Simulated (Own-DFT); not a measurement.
# What a defect does to the pressure of its cell: zincblende GaAs

Calculated, not measured: single-point runs of Own-DFT, a retired in-house plane-wave DFT program that no person has reviewed, on unrelaxed cells, without spin or spin-orbit coupling.

Common settings: PBE; PseudoDojo norm-conserving scalar-relativistic files; cutoff 42 hartree; 3 x 3 x 3 k mesh centred on Gamma; Fermi-Dirac smearing of 0.1 eV.

Limits (not all hold for every row): not probed for a lower state with spin; forces not confirmed at this smearing and k mesh; stress not checked against mesh or cutoff.

All runs share one cell, with vectors in Å (11.737, 0.000, 0.000); (0.000, 11.737, 0.000); (0.000, 0.000, 10.833) and a volume of 1492.4 Å³, strained against the parent crystal. u is the rms random offset of the atoms per axis. The defect's site can differ from row to row.

```
cell,formula,u (Å),P (GPa)
no defect,As32Ga32,0.0304,1.27
no defect,As32Ga32,0.0318,1.26
no defect,As32Ga32,0.0516,1.54
one Al on a Ga site,AlAs32Ga31,0.0282,1.21
one Al on a Ga site,AlAs32Ga31,0.0303,1.22
one Al on a Ga site,AlAs32Ga31,0.0462,1.42
one P on an As site,As31Ga32P,0.0276,0.99
one P on an As site,As31Ga32P,0.0301,1.02
one P on an As site,As31Ga32P,0.0313,1.02
one As vacancy and one Ga vacancy,As31Ga31,0.0284,0.85
one As vacancy and one Ga vacancy,As31Ga31,0.0305,0.99
one As vacancy and one Ga vacancy,As31Ga31,0.0486,?
one As vacancy and one Ga vacancy,As31Ga31,0.0494,1.25
one In on a Ga site,As32Ga31In,0.0432,1.96
one In on a Ga site,As32Ga31In,0.0485,2.09
one In on a Ga site,As32Ga31In,0.0489,2.15
```

## Working it out

P = P0 + c u² + a shift for each defect gives P0 = 1.08 GPa, c = 184 ± 18 GPa/Å² and a scatter of 0.04 GPa. The shifts, and each times the cell's volume:

- one In on a Ga site: 0.58 ± 0.03 GPa, 5.4 eV
- one Al on a Ga site: -0.03 ± 0.03 GPa, -0.3 eV (not resolved)
- one P on an As site: -0.23 ± 0.03 GPa, -2.1 eV
- one As vacancy and one Ga vacancy: -0.30 ± 0.03 GPa, -2.8 eV

Positive is outwards. The product with the volume (160.2 GPa Å³ to the eV) is nearly free of the cell's size; divided by the bulk modulus at the cell's pressure it gives the volume that the defect adds. The atoms around the defects weren't relaxed, which would change these numbers.

## The run left out

Question: what pressure belongs in the blank (one As vacancy and one Ga vacancy, u = 0.0486 Å)?

From the fit: 1.21 ± 0.05 GPa. The calculation gave 1.25 GPa.
